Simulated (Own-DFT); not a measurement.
# What random displacements cost in hexagonal WC, 64 atoms (C32W32)

Calculated results; nothing here was measured. They come from Own-DFT, an in-house plane-wave density functional program, since retired, whose code no person has reviewed. Each row is one single-point run on a periodic cell that was not relaxed, without spin or spin-orbit coupling.

Settings of every run: PBE; PseudoDojo norm-conserving scalar-relativistic files; cutoff 50 hartree; 4 x 4 x 4 k mesh centred on Gamma; cold (Marzari-Vanderbilt) smearing of 0.2 eV.

Known limits, some of them of some rows only: some atoms lie very close together; forces on such cells moved up to 12 meV/angstrom on a denser k mesh; stress not checked against mesh or cutoff.

Cell vectors in Å: (5.833, -5.052, -2.839); (0.000, -5.052, 8.518); (-5.833, -5.052, -2.839). In each run every atom was moved at random and independently from its ideal site; u is the rms move along one axis. E is the free energy for each atom above the fitted value at u = 0, and F the rms of the force components.

| run | u (Å) | E (meV/atom) | F (eV/Å) | largest force (eV/Å) | P (GPa) |
|---|---|---|---|---|---|
| 1 | 0.0187 | 13.0 | 0.505 | 1.77 | 3.21 |
| 2 | 0.0201 | 16.3 | 0.591 | 2.03 | 3.38 |
| 3 | 0.0205 | ? | ? | ? | ? |
| 4 | 0.0463 | 80.5 | 1.293 | 4.20 | 5.94 |
| 5 | 0.0491 | 85.8 | 1.312 | 4.81 | 6.16 |
| 6 | 0.0497 | 81.7 | 1.240 | 4.47 | 5.91 |
| 7 | 0.0965 | 360.0 | 2.987 | 16.98 | 17.32 |
| 8 | 0.1008 | 403.7 | 3.111 | 13.77 | 19.59 |
| 9 | 0.1032 | 398.8 | 3.035 | 13.21 | 18.77 |
| 10 | 0.1397 | 870.8 | 5.206 | 24.20 | 38.42 |

## Worked fit

For small independent moves the energy grows as E = (3/2) K u², with K the mean stiffness felt by one atom. The runs with u up to 0.11 Å give K = 24.9 ± 0.7 eV/Å², with residuals divided by u² + 0.0006 Å², since the noise grows with the moves. The scatter is 6.0 meV/atom at u = 0.05 Å. The forces follow F = G u with G = 28.5 eV/Å²; no force at u = 0 is resolved. G exceeds K because the moves of its neighbours add to the force on an atom, and stiffness differs between atoms. The pressure follows P = 2.47 + 1598 u² GPa: at fixed volume, shortened bonds push harder than stretched ones pull.

## Withheld run

Question: what energy and rms force should run 3 give?

The fit gives 16 ± 2 meV/atom and about 0.58 eV/Å. The calculation gave 15.6 meV/atom and 0.553 eV/Å.
